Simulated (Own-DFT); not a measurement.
## Calculated data, GaP (zincblende, strained, atoms displaced), GaAs (zincblende with one plane slipped along a stacking-fault path, atoms displaced), SiC (twinned 3C silicon carbide, atoms displaced)

Computed with Own-DFT development build. A calculation, not a measurement: plane-wave PBE density functional theory by an unreviewed code, no spin, of a simulated periodic cell, stress positive in tension, free energy of the whole cell less one offset for each atom, forces on such cells passed a denser k mesh, this cell's mesh not checked; offsets are fitted by least squares, one for each functional and potential file, so energies compare only between cells with the same atoms and settings and are not formation energies; the far tail of each file's local potential was reset to the Coulomb form; each entry is a single point on an unrelaxed cell, so the pressure reflects the starting lattice, mostly measured values (interpolated for alloys), from which strain is counted, and rises with the displacements; printed positions are rounded, which can move forces by about a meV/angstrom; the program, named Own-DFT, is a retired in-house code; no spin-orbit coupling.

Settings shared by all entries: functional PBE; potential files PseudoDojo norm-conserving, scalar-relativistic, standard set; wave cutoff 42 hartree; occupations Fermi-Dirac; smearing width 0.1 eV.

(1) GaP (zincblende, strained, atoms displaced)

```
CELL_PARAMETERS angstrom
10.86200 0.00000 0.00000
0.00000 10.86200 0.00000
0.00000 0.00000 10.94390
ATOMIC_POSITIONS crystal
Ga 0.00350 0.99641 0.99896
Ga 0.99650 0.25239 0.24996
Ga 0.24820 0.99622 0.25207
Ga 0.24666 0.25568 0.00389
P 0.12110 0.12643 0.12959
P 0.12493 0.37846 0.37636
P 0.37637 0.12631 0.37845
P 0.37541 0.37338 0.12722
Ga 0.99860 0.99756 0.50151
Ga 0.99787 0.25471 0.74876
Ga 0.25524 0.00357 0.75119
Ga 0.25547 0.25243 0.50270
P 0.12813 0.12230 0.62308
P 0.12734 0.37845 0.87756
P 0.37784 0.12580 0.87108
P 0.37185 0.37418 0.62559
Ga 0.99446 0.49577 0.00121
Ga 0.00029 0.75304 0.24929
Ga 0.24811 0.49741 0.25108
Ga 0.25193 0.75374 0.00061
P 0.12516 0.62453 0.12342
P 0.12782 0.87126 0.36993
P 0.37569 0.62559 0.37826
P 0.37488 0.87933 0.12445
Ga 0.99964 0.49934 0.50046
Ga 0.99784 0.74752 0.74725
Ga 0.25737 0.50077 0.74963
Ga 0.24882 0.74929 0.50392
P 0.12776 0.62767 0.62447
P 0.12672 0.87774 0.87693
P 0.37519 0.62357 0.87354
P 0.37683 0.87262 0.61946
Ga 0.50137 0.99763 0.00310
Ga 0.49805 0.24806 0.25214
Ga 0.74989 0.99659 0.24752
Ga 0.74794 0.25174 0.00282
P 0.62117 0.12203 0.12401
P 0.62940 0.37348 0.37444
P 0.87713 0.12619 0.37703
P 0.87577 0.37218 0.12799
Ga 0.50036 0.99588 0.50121
Ga 0.49582 0.25182 0.74814
Ga 0.74900 0.00060 0.74907
Ga 0.74873 0.25395 0.50501
P 0.62364 0.12327 0.62145
P 0.62602 0.36972 0.87005
P 0.87554 0.12648 0.87542
P 0.87581 0.36936 0.62795
Ga 0.50150 0.49356 0.00178
Ga 0.49793 0.74943 0.25109
Ga 0.75389 0.49703 0.24657
Ga 0.74565 0.75105 0.99481
P 0.61997 0.62221 0.12354
P 0.62337 0.87596 0.37900
P 0.87410 0.62643 0.38533
P 0.87359 0.87433 0.12661
Ga 0.49580 0.49820 0.50194
Ga 0.50059 0.74647 0.75097
Ga 0.75213 0.50132 0.75570
Ga 0.74953 0.74909 0.50205
P 0.61880 0.62511 0.62341
P 0.62742 0.87073 0.87399
P 0.87835 0.62499 0.88321
P 0.87484 0.87270 0.62193
```

* hardware: one NVIDIA H100
* k mesh: 3 x 3 x 3 centred on Gamma
* free energy of cell above offsets: -34.898 eV
* pressure: 3.17 GPa
* stress xx: -3.38 GPa
* stress yy: -3.35 GPa
* stress zz: -2.78 GPa
* stress yz: 0.18 GPa
* stress xz: -0.08 GPa
* stress xy: -0.1 GPa
* wall time: 489.7 s

Force:
```
element  x (eV/Å)  y (eV/Å)  z (eV/Å)
     Ga     -0.51     0.592     0.342
     Ga     0.544    -0.343     0.691
     Ga     0.242     0.901    -0.091
     Ga     0.223    -0.885     -0.18
      P     0.398    -0.177    -0.368
      P    -0.035     -0.63     0.039
      P    -0.204    -0.474    -0.205
      P     -0.03     0.086     0.108
     Ga     0.551     0.095    -0.514
     Ga     0.956    -0.897     0.512
     Ga    -0.278     -0.53    -0.413
     Ga    -0.922    -0.438    -0.486
      P    -0.304     0.418      0.27
      P    -0.334    -0.002    -0.557
      P    -0.169     0.178     1.107
      P     0.523     0.257     0.068
     Ga     0.871     0.167      0.29
     Ga    -0.204    -0.765     0.108
     Ga     0.262     0.607    -0.055
     Ga    -0.152    -0.415    -0.105
      P    -0.142    -0.052     0.091
      P    -0.352     0.174     0.997
      P    -0.411    -0.223    -0.315
      P     0.037    -0.529     0.292
     Ga     0.096    -0.013     0.466
     Ga     0.354     0.266     0.486
     Ga    -0.948     0.176     0.086
     Ga     0.144      0.14    -0.741
      P    -0.347    -0.757     0.418
      P     0.106    -0.458    -0.755
      P     0.316     0.152      0.72
      P    -0.194      0.12     1.115
     Ga    -0.048     0.132     -0.88
     Ga     0.351     -0.01      0.02
     Ga    -0.104     0.509     0.586
     Ga     0.018    -0.538    -0.223
      P     0.482     0.392     0.349
      P    -0.584     0.271     0.052
      P    -0.566    -0.107    -0.038
      P    -0.298     0.152    -0.521
     Ga    -0.107     0.544    -0.202
     Ga     0.519    -0.473    -0.262
     Ga     0.209     0.076     0.008
     Ga     0.125    -0.699     -0.53
      P    -0.113      0.22     0.496
      P    -0.136     0.454     0.545
      P     0.002    -0.169     0.141
      P    -0.254     1.351    -0.232
     Ga    -0.172     0.125    -0.547
     Ga     0.128     0.138     0.055
     Ga    -0.335     0.786     0.637
     Ga     0.412    -0.433     1.051
      P     0.658     0.251     0.173
      P     0.389    -0.393    -0.709
      P     0.134    -0.216    -1.426
      P    -0.005    -0.211    -0.615
     Ga     0.468    -0.139    -0.459
     Ga    -0.248      0.33    -0.165
     Ga    -0.096     0.166    -0.548
     Ga    -0.591     0.082     0.053
      P     0.899    -0.416     0.378
      P    -0.631     0.748    -0.341
      P    -0.412     0.155    -0.873
      P    -0.181     0.179     0.605
```

(2) GaP (zincblende, strained, atoms displaced)

```
CELL_PARAMETERS angstrom
10.86200 0.00000 0.00000
0.00000 10.86200 0.00000
0.00000 0.00000 10.93610
ATOMIC_POSITIONS crystal
Ga 0.99499 0.01084 0.00467
Ga 0.00221 0.24270 0.25009
Ga 0.25074 0.00225 0.24712
Ga 0.24562 0.24667 0.00174
P 0.12257 0.12265 0.11981
P 0.13135 0.37393 0.37939
P 0.37915 0.12590 0.37664
P 0.37218 0.37777 0.12575
Ga 0.00679 0.99649 0.50119
Ga 0.99878 0.24546 0.75441
Ga 0.25162 0.00490 0.75005
Ga 0.24530 0.24379 0.50694
P 0.12608 0.12669 0.63004
P 0.12512 0.37094 0.87068
P 0.37788 0.12453 0.87239
P 0.37430 0.37290 0.62675
Ga 0.01009 0.50361 0.00087
Ga 0.99178 0.74879 0.25393
Ga 0.25364 0.50261 0.24865
Ga 0.25438 0.74660 0.00018
P 0.12058 0.62388 0.11991
P 0.12189 0.87845 0.37354
P 0.37647 0.62999 0.38023
P 0.38561 0.87628 0.12436
Ga 0.00084 0.50272 0.50577
Ga 0.99923 0.75017 0.74548
Ga 0.24154 0.50539 0.74774
Ga 0.23691 0.75283 0.49503
P 0.12609 0.61502 0.62254
P 0.12815 0.87825 0.88024
P 0.37863 0.62419 0.87439
P 0.36851 0.87638 0.62610
Ga 0.49217 0.99724 0.99298
Ga 0.49635 0.25279 0.25060
Ga 0.75054 0.99770 0.25514
Ga 0.75608 0.25028 0.99975
P 0.62515 0.12463 0.12895
P 0.61770 0.37866 0.38567
P 0.87933 0.12395 0.37800
P 0.87927 0.37792 0.12212
Ga 0.49107 0.00457 0.49372
Ga 0.49536 0.25054 0.74632
Ga 0.74988 0.99662 0.75270
Ga 0.73781 0.25578 0.49677
P 0.62970 0.13623 0.62150
P 0.62065 0.37366 0.86925
P 0.87497 0.12671 0.88372
P 0.87823 0.37871 0.62819
Ga 0.50307 0.50371 0.00461
Ga 0.49535 0.75107 0.24570
Ga 0.74867 0.49276 0.24568
Ga 0.75750 0.74713 0.00302
P 0.61885 0.62674 0.12767
P 0.62929 0.87660 0.36953
P 0.87252 0.62953 0.36806
P 0.87460 0.87871 0.12417
Ga 0.50043 0.49091 0.50164
Ga 0.49619 0.75485 0.74648
Ga 0.74524 0.49597 0.75292
Ga 0.75808 0.75274 0.50366
P 0.62370 0.62888 0.62847
P 0.61578 0.87371 0.86434
P 0.87508 0.62463 0.87652
P 0.87970 0.86936 0.62867
```

- hardware: one NVIDIA H100
- k mesh: 3 x 3 x 3 centred on Gamma
- free energy of cell above offsets: -33.075 eV
- pressure: 3.68 GPa
- stress xx: -3.75 GPa
- stress yy: -3.89 GPa
- stress zz: -3.39 GPa
- stress yz: 0.58 GPa
- stress xz: 0.05 GPa
- stress xy: 0.06 GPa
- wall time: 503.5 s

Force:
```
element  x (eV/Å)  y (eV/Å)  z (eV/Å)
     Ga     0.366    -1.723    -0.503
     Ga     0.069     0.967     0.287
     Ga     0.399    -0.168     0.038
     Ga     0.723     0.446    -0.511
      P     0.657     0.312      1.02
      P    -0.653     0.055    -0.459
      P    -1.597     0.648    -0.712
      P     0.211    -0.389    -0.394
     Ga    -0.695     0.582      0.59
     Ga    -0.371     0.369    -0.351
     Ga    -0.237    -0.567     0.407
     Ga     0.793     0.636    -0.625
      P    -0.632    -0.632    -0.037
      P     0.107     0.386     0.542
      P    -0.608     0.583     0.295
      P    -0.809     0.356    -0.061
     Ga    -1.108    -0.826    -1.047
     Ga     0.954     0.635    -1.118
     Ga     -0.44     0.303     0.517
     Ga    -0.078       0.4      0.07
      P     1.091     1.006     1.498
      P     0.106    -0.268    -0.885
      P     -0.22    -0.319    -0.293
      P    -1.815      0.02    -0.103
     Ga    -0.595    -0.658    -1.406
     Ga      0.97    -0.612     1.178
     Ga     1.534     -1.01     0.844
     Ga     1.021    -0.353     0.653
      P    -0.423     2.159    -0.042
      P    -0.496    -0.001    -0.376
      P    -0.436    -0.074    -0.248
      P     -0.04     0.036    -0.829
     Ga     1.371     0.469     0.253
     Ga      0.43     0.045    -0.115
     Ga     0.357     0.715    -0.551
     Ga    -1.309     0.563     0.442
      P    -0.066     0.086    -0.569
      P     0.836    -0.405    -2.574
      P    -0.643     0.133     0.262
      P     0.232    -0.437     0.248
     Ga     1.595    -1.052     1.067
     Ga     0.532    -0.126     0.188
     Ga     -0.02     0.603    -0.372
     Ga     2.231    -0.049     0.205
      P    -0.884    -1.842     0.738
      P     0.122     -0.23     1.211
      P    -0.318    -0.397    -1.457
      P    -0.686    -0.636    -0.229
     Ga    -0.255    -0.701    -0.749
     Ga     0.696    -0.124      1.19
     Ga    -0.359     0.497      0.45
     Ga    -1.039     0.358    -0.348
      P      1.15    -0.081    -0.071
      P    -0.872    -0.631     1.224
      P    -0.349    -1.367     1.229
      P     0.029    -0.037     0.246
     Ga    -0.874     1.955     1.129
     Ga    -0.424    -0.736    -0.389
     Ga     0.406     0.669     -0.25
     Ga     -1.11    -0.311    -0.522
      P     0.172    -0.442    -0.594
      P     1.222     0.197     1.515
      P     0.302    -0.364      -0.3
      P    -0.226     1.379    -0.446
```

(3) GaAs (zincblende with one plane slipped along a stacking-fault path, atoms displaced)

```
CELL_PARAMETERS angstrom
5.65330 -5.65330 0.00000
0.00000 5.65330 -5.65330
12.24880 12.24880 9.42220
ATOMIC_POSITIONS crystal
Ga 0.00382 0.99974 0.99706
As 0.97304 0.96263 0.12477
Ga 0.13166 0.27415 0.16739
As 0.12301 0.23597 0.29251
Ga 0.27448 0.05720 0.33160
As 0.25767 0.01183 0.46139
Ga 0.08414 0.16829 0.49969
As 0.06886 0.13506 0.62827
Ga 0.22346 0.44339 0.67039
As 0.18642 0.39898 0.79172
Ga 0.34938 0.20738 0.83349
As 0.32509 0.17851 0.95747
Ga 0.00905 0.50647 0.99925
As 0.99072 0.44838 0.12150
Ga 0.15007 0.78025 0.16514
As 0.10549 0.73422 0.29009
Ga 0.26777 0.55242 0.33536
As 0.26534 0.51138 0.46011
Ga 0.09663 0.66871 0.50910
As 0.06568 0.63426 0.61902
Ga 0.22770 0.95761 0.66889
As 0.20209 0.90509 0.79104
Ga 0.36398 0.71732 0.83215
As 0.33591 0.67903 0.95816
Ga 0.50346 0.99507 0.99948
As 0.48048 0.95576 0.12750
Ga 0.63972 0.27223 0.16599
As 0.63212 0.24223 0.29123
Ga 0.77981 0.04916 0.33610
As 0.76023 0.01554 0.45600
Ga 0.58265 0.16586 0.50084
As 0.56486 0.11963 0.62445
Ga 0.72913 0.45238 0.66782
As 0.70912 0.40971 0.79064
Ga 0.86305 0.21803 0.83471
As 0.83751 0.18518 0.96001
Ga 0.49810 0.49723 0.99614
As 0.47834 0.45432 0.12422
Ga 0.64796 0.78684 0.15893
As 0.63102 0.75059 0.29226
Ga 0.77503 0.56231 0.32775
As 0.76061 0.51065 0.45811
Ga 0.56307 0.64086 0.50503
As 0.57221 0.63556 0.62603
Ga 0.72570 0.95523 0.66081
As 0.70896 0.91239 0.79010
Ga 0.84862 0.72005 0.83420
As 0.83785 0.66853 0.96045
```

- k mesh: 4 x 4 x 2 centred on Gamma
- free energy of cell above offsets: -17.326 eV
- pressure: 4.15 GPa
- stress xx: -4.39 GPa
- stress yy: -4.02 GPa
- stress zz: -4.06 GPa
- stress yz: -0.26 GPa
- stress xz: 0 GPa
- stress xy: -0.33 GPa

Force:
```
element  x (eV/Å)  y (eV/Å)  z (eV/Å)
     Ga    -0.679     1.061      0.79
     As     0.737     -1.64    -0.276
     Ga     1.059    -0.616     0.274
     As    -0.487     0.435     -0.33
     Ga     0.912    -0.495      0.36
     As    -0.456    -0.348    -0.241
     Ga     0.058     0.074     0.414
     As    -0.596    -0.574    -0.193
     Ga    -0.171     0.152    -1.146
     As     1.181    -0.628     0.003
     Ga     0.472      0.25    -1.216
     As     1.074    -1.279    -0.142
     Ga    -0.278     -0.01     0.585
     As     -0.47     1.747    -0.657
     Ga     -0.98     0.493     0.554
     As     0.861     -0.61    -0.302
     Ga     0.358    -0.376    -0.741
     As    -1.342     0.789    -0.054
     Ga    -2.729    -2.244    -1.945
     As     2.714     2.382      2.41
     Ga    -0.404    -0.663     0.259
     As    -0.307      -0.2     1.134
     Ga     0.028     0.309    -0.393
     As     0.305    -0.727    -0.516
     Ga    -0.298     0.932    -0.107
     As    -0.473    -0.449    -0.776
     Ga     0.492     0.146    -0.523
     As     -0.68     0.106     0.482
     Ga     0.171     0.075    -1.078
     As     0.366     0.687     1.388
     Ga     -0.02    -0.501    -0.387
     As     -0.09     1.189    -0.843
     Ga    -0.348    -0.559     0.026
     As    -0.337     0.309     0.903
     Ga    -0.361     1.022     0.022
     As     0.094    -0.714    -0.013
     Ga     0.258     0.598     0.411
     As    -0.122    -0.089    -0.091
     Ga     0.061     0.667      1.64
     As     -1.97    -0.242     0.308
     Ga     0.401     0.519     0.921
     As     0.295     0.096     -0.38
     Ga     1.318     -1.07     -1.42
     As    -0.237     0.284     0.931
     Ga     1.008    -0.005     0.699
     As    -0.821    -0.171     0.314
     Ga      0.64    -0.355    -0.209
     As    -0.206     0.243    -0.848
```

(4) SiC (twinned 3C silicon carbide, atoms displaced)

```
CELL_PARAMETERS angstrom
4.35960 -4.35960 0.00000
0.00000 4.35960 -4.35960
8.71920 8.71920 8.71920
ATOMIC_POSITIONS crystal
Si 0.00121 0.97237 0.44535
C 0.96215 0.97926 0.07405
Si 0.14412 0.29945 0.10275
C 0.17117 0.36571 0.23110
Si 0.33463 0.17684 0.25817
C 0.33623 0.15271 0.38637
Si 0.99898 0.50304 0.44647
C 0.97655 0.48191 0.05371
Si 0.19413 0.84255 0.10296
C 0.19612 0.85262 0.22471
Si 0.28664 0.66645 0.27045
C 0.31318 0.64558 0.38534
Si 0.47296 0.98789 0.44022
C 0.50842 0.00901 0.05866
Si 0.67868 0.34171 0.10291
C 0.65933 0.34606 0.23799
Si 0.81455 0.17178 0.26897
C 0.82456 0.16206 0.39402
Si 0.48727 0.48605 0.44288
C 0.51488 0.50182 0.05512
Si 0.66155 0.80528 0.10401
C 0.65577 0.81044 0.22831
Si 0.80991 0.65871 0.27179
C 0.81300 0.66651 0.40512
Si 0.99263 0.00203 0.94087
C 0.99615 0.96832 0.55715
Si 0.84281 0.67520 0.59913
C 0.83693 0.66116 0.73680
Si 0.67803 0.82587 0.78048
C 0.66438 0.84149 0.89871
Si 0.03159 0.50479 0.93523
C 0.01162 0.50739 0.57508
Si 0.79112 0.13704 0.60338
C 0.82495 0.13848 0.72973
Si 0.65105 0.31766 0.77792
C 0.67678 0.33404 0.89833
Si 0.49201 0.00577 0.94251
C 0.49631 0.01527 0.55712
Si 0.32686 0.66453 0.60176
C 0.34811 0.65084 0.73579
Si 0.14305 0.81197 0.77071
C 0.16014 0.83940 0.91496
Si 0.49688 0.49023 0.93111
C 0.47052 0.50244 0.57018
Si 0.30826 0.15185 0.60852
C 0.32375 0.14819 0.72276
Si 0.18958 0.35602 0.77764
C 0.16702 0.37113 0.89506
```

- k mesh: 5 x 5 x 2 centred on Gamma
- free energy of cell above offsets: 6.346 eV
- pressure: 10.68 GPa
- stress xx: -10.15 GPa
- stress yy: -11.24 GPa
- stress zz: -10.66 GPa
- stress yz: 0.05 GPa
- stress xz: 0.22 GPa
- stress xy: 0.12 GPa

Force:
```
element  x (eV/Å)  y (eV/Å)  z (eV/Å)
     Si    -3.277    -0.766    -6.786
      C     2.992    -5.435    -3.539
     Si     1.788      2.53    -2.864
      C    -3.976    -3.386     2.666
     Si     0.528     3.864     1.874
      C    -0.203     2.964     0.709
     Si    -2.287    -1.938     0.135
      C     4.896    -0.744    -0.087
     Si    -3.196      0.56     1.257
      C    -4.125     3.177    -1.526
     Si     4.897     -4.06     0.377
      C     3.453      3.73     2.265
     Si    -0.411     -4.61    -2.509
      C     2.183     1.029     2.136
     Si    -1.164     0.934     1.062
      C    -1.549    -4.024    -1.541
     Si     1.863    -1.773     2.055
      C     1.279     1.011     1.605
     Si    -2.262    -0.278    -0.711
      C     -2.24     0.608     2.724
     Si    -1.946     4.223     0.999
      C    -0.956     2.717    -2.052
     Si     3.288     1.232    -0.736
      C    -0.558    -3.074     0.652
     Si     0.109     1.667     0.607
      C     2.677     5.149    -1.497
     Si    -0.874     1.576     5.697
      C    -3.534    -0.507     0.653
     Si    -1.757    -0.225    -1.679
      C     0.425     0.131     1.029
     Si    -3.335        11     -0.57
      C    -4.424    -0.698     1.025
     Si      5.26    -0.923    -1.175
      C     0.736     1.401    -1.567
     Si    -0.647    -3.058    -1.152
      C     -1.13     0.002    -0.125
     Si     0.121     -2.02    -1.277
      C    -1.261     1.625     3.003
     Si     2.964     3.252    -0.017
      C    -0.809     1.863    -4.425
     Si     4.632    -1.023    -0.775
      C    -1.888    -2.387    -2.611
     Si     2.538     1.316    -0.573
      C     1.199    -5.549     0.548
     Si    -0.368     -1.13    -2.817
      C     2.978     3.201     2.576
     Si     -4.95     -2.95     2.581
      C     2.317     -10.2     4.377
```
